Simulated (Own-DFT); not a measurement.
GaP (zincblende, strained, atoms displaced) (calculated)

A calculation, not a measurement: plane-wave PBE density functional theory by an unreviewed code, no spin, of a simulated periodic cell, stress positive in tension, free energy of the whole cell less one offset for each atom, forces on such cells passed a denser k mesh, this cell's mesh not checked; offsets are fitted by least squares, one for each functional and potential file, so energies compare only between cells with the same atoms and settings and are not formation energies; the far tail of each file's local potential was reset to the Coulomb form; each entry is a single point on an unrelaxed cell, so the pressure reflects the starting lattice, mostly measured values (interpolated for alloys), from which strain is counted, and rises with the displacements; printed positions are rounded, which can move forces by about a meV/angstrom; the program, named Own-DFT, is a retired in-house code; no spin-orbit coupling. Program: Own-DFT development build.

```cif
# cell vector a (Å): 10.8620 0.0000 0.0000
# cell vector b (Å): 0.0000 10.8620 0.0000
# cell vector c (Å): 0.0000 0.0000 10.9439
data_GaP
_symmetry_space_group_name_H-M 'P 1'
_symmetry_Int_Tables_number 1
_cell_length_a 10.8620
_cell_length_b 10.8620
_cell_length_c 10.9439
_cell_angle_alpha 90.000
_cell_angle_beta 90.000
_cell_angle_gamma 90.000
_cell_volume 1291.19
loop_
_atom_site_label
_atom_site_type_symbol
_atom_site_fract_x
_atom_site_fract_y
_atom_site_fract_z
_atom_site_occupancy
Ga1 Ga 0.00269 0.99175 0.00069 1
Ga2 Ga 0.99813 0.25154 0.25356 1
Ga3 Ga 0.25679 0.99922 0.25227 1
Ga4 Ga 0.25133 0.24803 0.99821 1
P1 P 0.11979 0.12092 0.12511 1
P2 P 0.12425 0.37349 0.37498 1
P3 P 0.37644 0.12097 0.36866 1
P4 P 0.37751 0.37184 0.12480 1
Ga5 Ga 0.00046 0.00321 0.50126 1
Ga6 Ga 0.00363 0.24878 0.74726 1
Ga7 Ga 0.25041 0.00099 0.75115 1
Ga8 Ga 0.25083 0.24714 0.49547 1
P5 P 0.12335 0.12327 0.62482 1
P6 P 0.12238 0.36998 0.87536 1
P7 P 0.37758 0.13236 0.87525 1
P8 P 0.37856 0.37911 0.62835 1
Ga9 Ga 0.99832 0.50376 0.00139 1
Ga10 Ga 0.00134 0.74521 0.24556 1
Ga11 Ga 0.24538 0.49676 0.25694 1
Ga12 Ga 0.25269 0.74813 0.99825 1
P9 P 0.12333 0.62393 0.12474 1
P10 P 0.12494 0.87736 0.37504 1
P11 P 0.37415 0.62492 0.37903 1
P12 P 0.37147 0.87193 0.12462 1
Ga13 Ga 0.99609 0.49845 0.50147 1
Ga14 Ga 0.99757 0.74812 0.74839 1
Ga15 Ga 0.24761 0.49706 0.74927 1
Ga16 Ga 0.24539 0.74895 0.50036 1
P13 P 0.12446 0.62332 0.62720 1
P14 P 0.12406 0.87976 0.87575 1
P15 P 0.37453 0.62477 0.87723 1
P16 P 0.37840 0.87918 0.62347 1
Ga17 Ga 0.50059 0.00073 0.99730 1
Ga18 Ga 0.49732 0.24662 0.25172 1
Ga19 Ga 0.74621 0.00280 0.24929 1
Ga20 Ga 0.75015 0.24974 0.00205 1
P17 P 0.62443 0.12396 0.12755 1
P18 P 0.62523 0.37577 0.37372 1
P19 P 0.87964 0.12439 0.37179 1
P20 P 0.87497 0.37357 0.12710 1
Ga21 Ga 0.50172 0.00555 0.49973 1
Ga22 Ga 0.49653 0.25022 0.74721 1
Ga23 Ga 0.75203 0.00137 0.74661 1
Ga24 Ga 0.75689 0.24826 0.50225 1
P21 P 0.62245 0.12939 0.63019 1
P22 P 0.62842 0.36624 0.87364 1
P23 P 0.87288 0.12809 0.87717 1
P24 P 0.87021 0.37260 0.62945 1
Ga25 Ga 0.49915 0.50058 0.00001 1
Ga26 Ga 0.49520 0.74777 0.24917 1
Ga27 Ga 0.74738 0.50156 0.24981 1
Ga28 Ga 0.75165 0.74756 0.00250 1
P25 P 0.62790 0.62078 0.12434 1
P26 P 0.62384 0.87842 0.37337 1
P27 P 0.88102 0.62438 0.37265 1
P28 P 0.87711 0.87290 0.12634 1
Ga29 Ga 0.50037 0.49925 0.50612 1
Ga30 Ga 0.49827 0.74965 0.75077 1
Ga31 Ga 0.75465 0.49616 0.74910 1
Ga32 Ga 0.74695 0.75729 0.49243 1
P29 P 0.62931 0.62517 0.62291 1
P30 P 0.62405 0.87254 0.86765 1
P31 P 0.87372 0.62670 0.87847 1
P32 P 0.87477 0.87243 0.62583 1
_calc_functional 'PBE'
_calc_potential_files 'PseudoDojo norm-conserving, scalar-relativistic, standard set'
_calc_wave_cutoff 42  # hartree
_calc_occupations 'Fermi-Dirac'
_calc_smearing_width 0.1  # eV
_calc_hardware 'one NVIDIA H100'
_calc_k_mesh '3 x 3 x 3 centred on Gamma'
_calc_free_energy_of_cell_above_offsets '-34.892'  # eV
_calc_pressure 3.16  # GPa
_calc_stress_xx -3.32  # GPa
_calc_stress_yy -3.34  # GPa
_calc_stress_zz -2.81  # GPa
_calc_stress_yz 0.08  # GPa
_calc_stress_xz 0.05  # GPa
_calc_stress_xy 0.13  # GPa
_calc_wall_time 496.1  # s
```

Force:
```csv
element,x (eV/Å),y (eV/Å),z (eV/Å)
Ga,-0.779,0.956,0.044
Ga,0.377,-0.12,-0.705
Ga,-1.202,-0.307,-0.668
Ga,-0.497,0.061,0.624
P,0.775,0.341,0.257
P,-0.307,-0.108,0.601
P,0.063,0.531,1.062
P,-0.588,0.391,0.232
Ga,-0.165,-0.647,-0.137
Ga,-0.594,-0.093,0.363
Ga,0.329,0.165,0.007
Ga,0.213,0.13,0.462
P,0.613,0.262,-0.117
P,0.186,0.689,0.142
P,-0.3,-0.985,-0.148
P,-0.803,-0.671,-0.538
Ga,0.026,-0.673,-0.119
Ga,0.15,0.657,0.488
Ga,0.72,0.348,-0.82
Ga,-0.703,0.178,0.097
P,0.796,-0.189,-0.114
P,-0.104,-0.293,-0.136
P,-0.083,-0.264,-0.059
P,0.558,0.349,-0.251
Ga,0.181,-0.156,0.222
Ga,0.289,0.158,0.472
Ga,-0.011,0.092,0.55
Ga,0.328,0.429,0.13
P,-0.173,-0.055,-0.187
P,0.452,-1.12,-0.547
P,-0.021,-0.293,-0.554
P,-0.533,-0.427,0.044
Ga,0.057,-0.322,0.033
Ga,0.566,0.531,-0.242
Ga,0.657,-0.351,-0.017
Ga,0.041,-0.146,0.271
P,-0.171,0.172,-0.479
P,-0.085,-0.365,0.5
P,-0.694,-0.161,0.542
P,-0.095,0.346,-0.097
Ga,0.152,-0.142,0.156
Ga,0.35,0.351,0.419
Ga,-0.103,0.034,0.435
Ga,-0.831,-0.078,-0.497
P,0.507,-0.377,-0.912
P,-0.522,1.072,0.04
P,0.583,-0.709,-0.187
P,1.184,-0.021,-0.556
Ga,0.431,-0.574,-0.203
Ga,0.462,-0.073,-0.025
Ga,0.558,-0.324,0.243
Ga,-0.459,0.578,-0.174
P,-0.633,0.633,0.044
P,-0.475,-0.016,-0.3
P,-0.887,0.153,0.215
P,-0.528,0.12,0.09
Ga,0.42,0.241,-0.663
Ga,0.053,-0.27,-0.501
Ga,-0.78,0.581,0.645
Ga,0.582,-0.775,0.415
P,-0.076,0.186,0.266
P,0.428,0.292,0.946
P,0.148,-0.342,-0.565
P,-0.033,0.423,-0.54
```
